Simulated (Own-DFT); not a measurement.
# Computed records: SiGe$_{3}$ (diamond-structure random alloy, atoms displaced)

All values are calculated (Own-DFT development build). A calculation, not a measurement: plane-wave PBEsol density functional theory by an unreviewed code, no spin, of a simulated periodic cell, stress positive in tension, free energy of the whole cell less one offset for each atom, forces on such cells passed a denser k mesh, this cell's mesh not checked; offsets are fitted by least squares, one for each functional and potential file, so energies compare only between cells with the same atoms and settings and are not formation energies; the far tail of each file's local potential was reset to the Coulomb form; each entry is a single point on an unrelaxed cell, so the pressure reflects the starting lattice, mostly measured values, from which strain is counted, and rises with the displacements; printed positions are rounded, which can move forces by about a meV/angstrom; the program is a retired in-house code; no spin-orbit coupling.

Common to all runs: functional PBEsol; potential files PseudoDojo norm-conserving, scalar-relativistic, made for PBE, standard set; wave cutoff 42 hartree; occupations Fermi-Dirac; smearing width 0.1 eV; hardware one NVIDIA H200; k mesh 3 x 3 x 3 centred on Gamma.

(1) SiGe$_{3}$ (diamond-structure random alloy, atoms displaced)

```xyz
64
Lattice="11.2025 0.0000 0.0000 0.0000 11.2025 0.0000 0.0000 0.0000 11.2025" Properties=species:S:1:pos:R:3 SiGe3
Ge     0.0323     0.0659     0.0126
Ge    11.1904     2.7789     2.8642
Ge     2.8683     0.0535     2.7330
Ge     2.8029     2.7147     0.0969
Ge     1.4287     1.3692     1.3979
Si     1.4381     4.1749     4.1657
Ge     4.2945     1.5418     4.1899
Ge     4.1891     4.2057     1.4059
Ge    11.1881     0.0708     5.5223
Si    11.1033     2.7841     8.2436
Ge     2.7880     0.1678     8.3771
Si     2.9054     2.7708     5.5703
Ge     1.3736     1.3817     7.0094
Ge     1.3735     4.1718     9.9011
Si     4.1223     1.3738     9.8139
Ge     4.1084     4.1990     6.9761
Ge    11.1649     5.5972     0.0434
Ge     0.0152     8.2931     2.8569
Ge     2.7888     5.6368     2.7866
Ge     2.7065     8.3480    11.1362
Ge     1.3089     7.0377     1.5157
Ge     1.3687     9.8676     4.3050
Ge     4.1858     7.0082     4.2959
Ge     4.1622     9.7629     1.2409
Ge    11.1801     5.4811     5.4873
Si     0.0237     8.3371     8.4034
Ge     2.8737     5.5495     8.3669
Si     2.7645     8.4062     5.6156
Ge     1.4793     6.9617     6.9483
Ge     1.4754     9.9155     9.7478
Ge     4.1157     6.9485     9.8607
Ge     4.1945     9.7595     7.0440
Ge     5.5961     0.0211     0.0397
Ge     5.5268     2.8347     2.9085
Si     8.4008     0.0495     2.7999
Ge     8.4005     2.7998    11.1775
Ge     7.0123     1.5171     1.4540
Ge     7.1657     4.2236     4.1769
Ge     9.9143     1.3184     4.1578
Ge     9.7206     4.2866     1.4877
Si     5.4582    11.1022     5.5710
Si     5.6458     2.8146     8.4614
Si     8.3429    11.1816     8.3686
Ge     8.3698     2.7774     5.5895
Si     7.0894     1.4503     6.9340
Ge     6.9369     4.2490     9.8069
Ge     9.8105     1.2575     9.8534
Ge     9.8013     4.2758     7.0017
Ge     5.4828     5.6428    11.1945
Si     5.6240     8.4925     2.8129
Ge     8.4228     5.5378     2.8188
Ge     8.3696     8.4284     0.0225
Ge     6.9279     6.9209     1.3240
Ge     6.8599     9.7839     4.1274
Si     9.7591     6.9583     4.2391
Ge     9.7067     9.8245     1.3831
Ge     5.5847     5.5481     5.5776
Ge     5.5468     8.4251     8.3220
Ge     8.4719     5.6686     8.3541
Ge     8.4316     8.4593     5.5904
Si     6.9978     6.9870     6.8756
Ge     6.9220     9.6955     9.7689
Si     9.8607     7.0462     9.8735
Si     9.8191     9.9999     7.0084
```

It finds free energy of cell above offsets 1.939 eV; pressure 1.33 GPa; stress xx -1.29 GPa; stress yy -1.28 GPa; stress zz -1.4 GPa; stress yz 0.17 GPa; stress xz 0.26 GPa; stress xy 0.35 GPa; wall time 618.6 s.

Force:
```tsv
element	x (eV/Å)	y (eV/Å)	z (eV/Å)
Ge	0.198	-1.511	0.383
Ge	0.664	0.75	-1.07
Ge	0.022	-0.695	0.895
Ge	0.302	0.738	-1.083
Ge	-0.879	0.406	0.894
Si	0.521	-0.558	0.239
Ge	-1.438	-2.708	1.231
Ge	-0.194	-0.136	0.343
Ge	0.477	-0.818	1.915
Si	0.514	-0.127	1.983
Ge	0.692	-1.42	-0.036
Si	-1.836	0.394	0.165
Ge	-0.063	1.35	-1.237
Ge	-0.044	-0.57	-1.304
Si	1.561	0.951	0.235
Ge	1.81	-1.15	0.128
Ge	0.042	0.318	0.181
Ge	-1.587	1.958	1.074
Ge	0.013	-0.192	0.491
Ge	-0.468	0.352	0.572
Ge	1.117	-0.907	-1.746
Ge	1.025	-0.897	-1.379
Ge	0.237	0.761	-1.075
Ge	0.326	-0.348	1.355
Ge	0.596	0.968	0.346
Si	-0.021	1.115	-0.375
Ge	-1.488	0.29	1.005
Si	0.244	0.381	0.114
Ge	-1.093	-0.113	0.24
Ge	-1.065	-0.939	-0.139
Ge	0.299	0.84	-1.474
Ge	-1.47	0.973	-0.787
Ge	0.261	0.294	-0.793
Ge	2.29	1.735	-1.696
Si	-0.585	-0.368	0.132
Ge	0.167	0.502	0.008
Ge	-0.302	-0.625	0.163
Ge	-2.174	-0.716	0.615
Ge	-2.237	1.08	-0.315
Ge	1.363	-1.927	-1.295
Si	1.337	1.286	0.244
Si	-0.818	-0.711	-0.922
Si	-0.156	0.178	0.341
Ge	1.566	0.055	-0.199
Si	-1.929	-1.241	1.025
Ge	0.698	0.186	-0.226
Ge	-0.759	1.456	-1.695
Ge	-0.228	-0.981	-0.546
Ge	0.659	-0.993	-0.012
Si	-1.56	-1.923	-1.548
Ge	-0.556	2.539	-0.015
Ge	-0.018	-0.882	-0.617
Ge	0.462	1.03	1.483
Ge	1.819	1.304	0.99
Si	0.168	0.183	-0.221
Ge	1.063	0.141	0.774
Ge	0.61	-0.055	0.169
Ge	0.693	-1.961	0.687
Ge	-0.941	0.712	0.861
Ge	-0.158	0.267	0.12
Si	0.043	0.345	0.789
Ge	0.46	1.266	-0.044
Si	-0.398	0.137	-0.588
Si	0.146	-1.772	0.245
```

(2) SiGe$_{3}$ (diamond-structure random alloy, atoms displaced)

```xyz
64
Lattice="11.2025 0.0000 0.0000 0.0000 11.2025 0.0000 0.0000 0.0000 11.2025" Properties=species:S:1:pos:R:3 SiGe3
Ge     0.1129     0.0201     0.0018
Ge    11.1398     2.8043     2.7269
Ge     2.8372    11.1384     2.8084
Ge     2.8106     2.8082    11.1706
Ge     1.3931     1.5757     1.4343
Ge     1.4614     4.2146     4.1830
Ge     4.1732     1.3710     4.2387
Ge     4.1525     4.2556     1.4245
Ge     0.0615    11.1980     5.6246
Ge    11.0904     2.7551     8.4757
Si     2.7422     0.1102     8.4876
Ge     2.8378     2.8572     5.6446
Ge     1.4360     1.3913     7.0007
Si     1.4005     4.1633     9.7369
Si     4.2525     1.3186     9.8508
Si     4.1489     4.2089     6.9102
Ge     0.0533     5.5940     0.0550
Ge     0.0178     8.3408     2.8658
Si     2.6989     5.5667     2.8174
Ge     2.7359     8.3421     0.0047
Si     1.4749     6.9550     1.3027
Si     1.3452     9.8202     4.2586
Ge     4.1805     6.9512     4.1103
Ge     4.1557     9.7953     1.3801
Ge    11.1354     5.5723     5.6263
Ge     0.0062     8.4679     8.4516
Si     2.7986     5.6987     8.4665
Si     2.8026     8.4377     5.5989
Ge     1.2118     6.9981     7.0288
Si     1.3708     9.7148     9.7780
Ge     4.1146     7.0944     9.8009
Ge     4.1595     9.7902     6.8942
Si     5.5907    11.1796     0.0067
Ge     5.5164     2.7546     2.8369
Ge     8.4124    11.1715     2.7752
Ge     8.4126     2.7196    11.1765
Si     6.9927     1.5067     1.4307
Ge     7.0491     4.1594     4.1553
Ge     9.7850     1.5434     4.1009
Ge     9.7982     4.2631     1.2917
Si     5.7359     0.0224     5.5594
Ge     5.5950     2.8566     8.4072
Ge     8.4148    11.1142     8.4434
Ge     8.3788     2.8556     5.6602
Ge     7.0304     1.3850     6.9796
Ge     7.0232     4.0999     9.7845
Ge     9.7119     1.4662     9.6982
Ge     9.8144     4.1781     6.9745
Ge     5.5675     5.6324    11.1519
Ge     5.6430     8.4310     2.8208
Ge     8.3945     5.6257     2.8211
Ge     8.3508     8.3842    11.1721
Si     6.9780     7.0266     1.4940
Ge     7.0685     9.8274     4.2990
Ge     9.7918     7.0171     4.3090
Si     9.7692     9.8335     1.4295
Ge     5.5533     5.5651     5.7162
Ge     5.4816     8.3770     8.3624
Ge     8.4437     5.7312     8.3789
Ge     8.4074     8.3774     5.5862
Ge     6.9459     7.0066     6.9911
Si     7.0801     9.8387     9.8831
Ge     9.6761     6.9898     9.7995
Ge     9.9140     9.8176     6.9722
```

The calculation gives: free energy of cell above offsets 1.065 eV; pressure 1.17 GPa; stress xx -1.17 GPa; stress yy -1.15 GPa; stress zz -1.19 GPa; stress yz -0.15 GPa; stress xz 0.42 GPa; stress xy -0.87 GPa; wall time 611.2 s.

Force:
```tsv
element	x (eV/Å)	y (eV/Å)	z (eV/Å)
Ge	-1.085	-0.042	0.009
Ge	0.336	1.65	0.366
Ge	-1.391	0.739	0.352
Ge	0.373	0.188	-0.402
Ge	0.92	-1.902	-0.404
Ge	-1.371	-0.413	0.307
Ge	0.443	-0.555	0.354
Ge	0.068	-0.089	-0.107
Ge	-0.542	1.091	-1.04
Ge	1.8	1.173	-1.483
Si	0.693	-1.507	-0.201
Ge	-0.586	-0.79	-0.594
Ge	-0.424	0.572	0.65
Si	0.116	0.561	0.272
Si	-0.29	0.692	-0.387
Si	0.088	0.672	2.484
Ge	0.117	0.187	-1.736
Ge	0.124	0.565	-0.914
Si	0.868	0.834	-0.965
Ge	0.092	1.274	-0.117
Si	-0.892	-0.137	1.955
Si	1.054	-0.705	-0.514
Ge	-0.284	0.32	0.965
Ge	0.74	-0.327	-0.288
Ge	0.752	-0.342	-0.544
Ge	-1.021	-0.9	0.028
Si	-0.832	-1.265	-1.267
Si	-1.076	-0.989	-0.707
Ge	2.072	0.256	0.014
Si	0.961	1.529	0.532
Ge	0.706	-0.972	0.062
Ge	0.287	1.469	0.797
Si	0.835	0.36	0.361
Ge	0.489	0.67	-0.439
Ge	-0.415	0.898	0.018
Ge	-0.337	0.712	0.654
Si	-0.491	-1.482	-0.153
Ge	-1.11	0.349	0.577
Ge	-0.367	-1.505	1.457
Ge	-0.638	-0.475	0.878
Si	-1.489	0.056	0.573
Ge	-0.992	-0.98	-0.724
Ge	-0.096	0.337	-0.889
Ge	0.193	-0.538	-0.765
Ge	-0.245	-0.158	0.757
Ge	0.298	1.66	0.138
Ge	0.349	-2.106	1.476
Ge	-0.267	0.368	1.038
Ge	0.523	0.073	0.582
Ge	-0.29	0.179	0.155
Ge	0.292	0.163	-0.318
Ge	0.105	0.241	1.581
Si	0.03	-0.277	-1.161
Ge	-0.26	-0.051	-1.139
Ge	0.142	-0.638	-1.197
Si	0.958	-0.732	-0.733
Ge	0.483	0.046	-1.918
Ge	1.211	1.237	0.373
Ge	-1.087	-2.094	-0.745
Ge	-0.025	0.449	1.186
Ge	0.127	0.344	0.312
Si	-1.774	-0.419	-0.615
Ge	2.16	0.737	0.866
Ge	-1.129	-0.26	0.337
```

(3) SiGe$_{3}$ (diamond-structure random alloy, atoms displaced)

```xyz
64
Lattice="11.2025 0.0000 0.0000 0.0000 11.2025 0.0000 0.0000 0.0000 11.2025" Properties=species:S:1:pos:R:3 SiGe3
Ge     0.0221    11.1359    11.0964
Ge    11.1405     2.6720     2.7864
Ge     2.8957    11.1913     2.7908
Ge     2.7545     2.7575     0.0390
Si     1.3465     1.4729     1.3472
Ge     1.3759     4.2303     4.1648
Ge     4.3166     1.3729     4.1912
Si     4.1731     4.1915     1.3568
Si     0.0014     0.0934     5.6372
Ge    11.1311     2.7508     8.3073
Si     2.8323    11.0717     8.4026
Ge     2.8438     2.7950     5.5964
Ge     1.5067     1.4246     7.0515
Ge     1.5237     4.2015     9.9261
Ge     4.1373     1.3892     9.9080
Ge     4.1249     4.2906     7.1393
Ge    11.1668     5.4261    11.2001
Ge    11.1182     8.3813     2.8345
Ge     2.8054     5.6114     2.8092
Ge     2.7441     8.3878     0.0150
Ge     1.4463     6.8528     1.5228
Ge     1.4171     9.8186     4.2222
Si     4.1674     7.0255     4.2468
Ge     4.2526     9.9050     1.4630
Ge    11.1717     5.6208     5.7053
Si     0.0325     8.2692     8.3887
Ge     2.7960     5.6333     8.4716
Si     2.8749     8.3784     5.6251
Ge     1.4200     7.0241     6.9489
Ge     1.4305     9.7655     9.9046
Ge     4.1869     6.9473     9.7977
Ge     4.1938     9.8003     6.9712
Ge     5.5979     0.0433     0.0155
Ge     5.6514     2.7330     2.9628
Ge     8.4258    11.1934     2.8268
Si     8.4442     2.7123    11.0868
Ge     7.0529     1.4280     1.4610
Ge     7.0103     4.2421     4.1593
Ge     9.7928     1.3678     4.1486
Ge     9.8169     4.1724     1.4413
Ge     5.6357     0.0642     5.5782
Ge     5.5265     2.7272     8.2757
Ge     8.3818     0.0406     8.4137
Ge     8.4124     2.8402     5.6009
Ge     7.1420     1.3605     6.9218
Si     6.9822     4.2216     9.7786
Ge     9.8144     1.3732     9.8042
Ge     9.7375     4.2480     6.9713
Si     5.4824     5.5888     0.0830
Si     5.5780     8.4831     2.8232
Si     8.4100     5.6072     2.7828
Si     8.4230     8.3685    11.1401
Si     6.9770     7.0524     1.4322
Ge     7.0440     9.7364     4.2421
Ge     9.8045     7.0685     4.2750
Si     9.7687     9.8325     1.3816
Ge     5.5865     5.4860     5.6132
Ge     5.6413     8.4433     8.4456
Si     8.4418     5.6099     8.4270
Ge     8.3172     8.4782     5.5909
Ge     7.0532     6.9608     7.0457
Ge     6.9789     9.8235     9.7923
Ge     9.8570     7.0151     9.6878
Ge     9.8552     9.7648     6.8993
```

It finds free energy of cell above offsets 1.207 eV; pressure 1.21 GPa; stress xx -1.34 GPa; stress yy -1.18 GPa; stress zz -1.11 GPa; stress yz 0.72 GPa; stress xz 0.57 GPa; stress xy 0.24 GPa; wall time 640.1 s.

Force:
```tsv
element	x (eV/Å)	y (eV/Å)	z (eV/Å)
Ge	-0.534	0.862	1.739
Ge	0.924	1.302	-0.113
Ge	-1.692	1.14	0.285
Ge	0.694	0.32	0.702
Si	0.203	-1.702	0.461
Ge	-0.373	-0.729	0.49
Ge	-1.746	-0.048	0.6
Si	0.236	-0.701	1.288
Si	0.689	-0.403	-0.266
Ge	0.906	0.836	0.898
Si	-0.395	0.913	0.725
Ge	0.106	0.592	-0.158
Ge	-0.476	-0.89	-0.17
Ge	-1.417	-0.395	-1.744
Ge	0.281	-0.484	-1.626
Ge	0.419	-1.107	-1.398
Ge	0.454	1.778	0.105
Ge	0.965	0.513	-0.808
Ge	1.559	-0.949	0.87
Ge	1.083	-0.775	1.329
Ge	-1.908	1.658	-1.747
Ge	-0.169	-0.003	0.348
Si	0.931	-0.217	-0.379
Ge	0.063	-1.479	-1.133
Ge	0.334	-0.08	-1.282
Si	0.557	1.959	-0.446
Ge	-1.087	0.341	-0.193
Si	-0.726	0.335	-0.539
Ge	0.546	-0.053	0.651
Ge	-0.206	-0.566	-2.318
Ge	0.599	1.106	0.689
Ge	0.65	-0.061	0.149
Ge	0.636	-0.008	0.367
Ge	0.025	1.434	-2.339
Ge	-0.373	-0.73	-0.465
Si	-0.865	1.451	1.184
Ge	0.006	0.127	-0.782
Ge	0.533	-0.042	0.263
Ge	0.009	-0.093	1.507
Ge	-1.295	-0.811	-0.335
Ge	0.472	-1.23	0.437
Ge	0.865	0.202	1.193
Ge	0.799	-1.119	-0.201
Ge	0.157	0.049	-1.072
Ge	-1.241	0.496	0.472
Si	-0.23	-0.38	0.201
Ge	0.223	-0.075	-0.536
Ge	0.15	-0.263	0.849
Si	1.569	0.15	-0.512
Si	0.142	-1.024	0.23
Si	0.015	0.743	0.01
Si	-0.161	0.306	0.573
Si	-0.105	-0.333	-0.284
Ge	-1.421	1.377	-1.275
Ge	-0.879	-0.875	-0.106
Si	0.196	-0.68	-0.384
Ge	-0.282	1.4	0.21
Ge	-0.593	-0.858	-0.606
Si	-0.676	-0.404	0.238
Ge	1.098	-1.616	1.127
Ge	-0.484	0.128	-0.268
Ge	0.58	0.14	0.679
Ge	-0.496	-0.862	1.418
Ge	0.155	0.385	1.201
```

(4) SiGe$_{3}$ (diamond-structure random alloy, atoms displaced)

```xyz
64
Lattice="11.2025 0.0000 0.0000 0.0000 11.2025 0.0000 0.0000 0.0000 11.2025" Properties=species:S:1:pos:R:3 SiGe3
Ge     0.0746    11.0788     0.0635
Ge     0.0270     2.6183     2.8327
Ge     2.7822    11.1495     2.8568
Ge     2.7189     2.7255     0.0378
Ge     1.3521     1.4635     1.5070
Si     1.3969     4.1540     4.1992
Ge     4.2344     1.4664     4.2046
Ge     4.2567     4.1625     1.4659
Ge    11.1963     0.0047     5.7098
Si     0.0405     2.8755     8.3265
Ge     2.6809    11.1925     8.4336
Ge     2.7932     2.7677     5.6106
Si     1.4387     1.3557     7.0096
Ge     1.4111     4.1076     9.8265
Ge     4.2880     1.3622     9.8743
Ge     4.1091     4.2032     6.9654
Si    11.1351     5.4679     0.0939
Si     0.0223     8.3425     2.7294
Ge     2.8047     5.5483     2.9700
Ge     2.6892     8.4498     0.0145
Ge     1.4296     7.0616     1.3207
Si     1.5112     9.7432     4.2359
Ge     4.1234     6.9789     4.2092
Ge     4.1677     9.7674     1.3312
Si     0.0217     5.6786     5.5986
Ge     0.1122     8.4813     8.4351
Si     2.8239     5.5589     8.4287
Ge     2.8316     8.3600     5.5383
Ge     1.3839     6.9937     7.0341
Ge     1.3876     9.8005     9.7352
Si     4.2031     6.9991     9.8559
Ge     4.0864     9.8689     7.0564
Ge     5.5443    11.1418    11.1999
Ge     5.5898     2.6172     2.8900
Ge     8.3465     0.0159     2.8905
Ge     8.4108     2.7573    11.1965
Ge     7.1032     1.2991     1.2639
Si     6.9991     4.2438     4.2726
Ge     9.8537     1.4364     4.2841
Si     9.7704     4.1000     1.3915
Si     5.4086    11.1345     5.4662
Si     5.5750     2.8494     8.4055
Ge     8.4482    11.1836     8.2694
Ge     8.4636     2.7997     5.5691
Si     7.0284     1.4004     7.0094
Ge     6.9474     4.2035     9.8100
Ge     9.8540     1.4079     9.8093
Ge     9.7857     4.0982     7.0629
Ge     5.6680     5.6171     0.0380
Ge     5.6328     8.4687     2.7912
Ge     8.4631     5.6477     2.7777
Ge     8.3301     8.5289     0.0483
Ge     7.0239     6.9040     1.4043
Ge     7.0825     9.8301     4.1591
Si     9.7430     7.0024     4.1775
Si     9.8541     9.8097     1.3371
Ge     5.5499     5.4703     5.6273
Ge     5.5919     8.3793     8.4632
Ge     8.4076     5.6349     8.3380
Ge     8.4543     8.5895     5.6136
Ge     7.0575     6.9954     7.0164
Ge     6.8663     9.8011     9.7054
Ge     9.7810     7.0198     9.7047
Ge     9.8118     9.7211     7.0652
```

Results for SiGe$_{3}$ (diamond-structure random alloy, atoms displaced): free energy of cell above offsets 2.564 eV; pressure 1.44 GPa; stress xx -1.48 GPa; stress yy -1.37 GPa; stress zz -1.49 GPa; stress yz 0.19 GPa; stress xz 0.1 GPa; stress xy -0.57 GPa; wall time 593.5 s.

Force:
```tsv
element	x (eV/Å)	y (eV/Å)	z (eV/Å)
Ge	-0.28	1.579	-0.416
Ge	-1.297	3.018	0.722
Ge	0.369	0.611	-0.333
Ge	1.353	0.337	0.129
Ge	1.423	-2.522	-1.444
Si	-0.899	0.077	0.678
Ge	-1.8	-1.63	0.711
Ge	-0.461	-0.145	0.087
Ge	0.698	-0.741	-0.703
Si	0.536	-1.566	0.751
Ge	1.345	1.208	0.144
Ge	-0.679	-0.066	-0.158
Si	-0.762	0.978	0.153
Ge	-0.478	1.076	-0.207
Ge	-1.269	0.822	-1.037
Ge	0.317	-0.512	1.181
Si	0.47	1.007	-1.126
Si	-0.375	0.757	0.789
Ge	-0.434	-0.111	-2.108
Ge	1.445	-0.391	-1.399
Ge	-1.062	-2.156	1.35
Si	-1.983	0.118	-0.402
Ge	2.021	0.162	0.059
Ge	-0.16	0.283	1.048
Si	-0.787	-1.128	-0.242
Ge	-1.403	-1.803	-0.68
Si	-0.251	0.575	0.571
Ge	-0.431	0.323	1.577
Ge	0.749	-0.155	-0.224
Ge	0.39	0.498	1.505
Si	-0.472	-0.212	-0.071
Ge	0.811	-0.955	-0.702
Ge	0.88	-0.113	0.039
Ge	2.381	2.139	-1.879
Ge	2.132	0.609	-1.58
Ge	0.122	0.738	-0.695
Ge	-1.215	-0.058	1.412
Si	0.415	-0.859	-1.129
Ge	-0.448	-1.299	-0.19
Si	0.402	0.023	0.975
Si	1.84	0.255	1.545
Si	0.15	-0.704	-0.394
Ge	-0.815	0.609	1.492
Ge	-1.386	0.313	0.605
Si	-1.142	-0.023	-0.96
Ge	0.61	-0.008	-0.43
Ge	0.597	-0.454	-0.62
Ge	0.408	1.573	-1.058
Ge	-1.337	-0.4	-0.41
Ge	-0.24	-1.306	-0.136
Ge	-0.334	-1.447	0.502
Ge	0.22	-0.862	-0.794
Ge	0.17	1.774	0.273
Ge	-2.009	-0.066	1.01
Si	1.24	0.846	0.466
Si	-0.644	-0.486	1.754
Ge	0.535	1.634	-0.22
Ge	-1.088	-0.807	-1.204
Ge	0.105	-1.005	0.71
Ge	-0.485	-2.437	-0.614
Ge	-1.003	0.616	-1.074
Ge	1.693	0.926	0.742
Ge	0.463	0.124	1.652
Ge	1.136	0.819	0.006
```
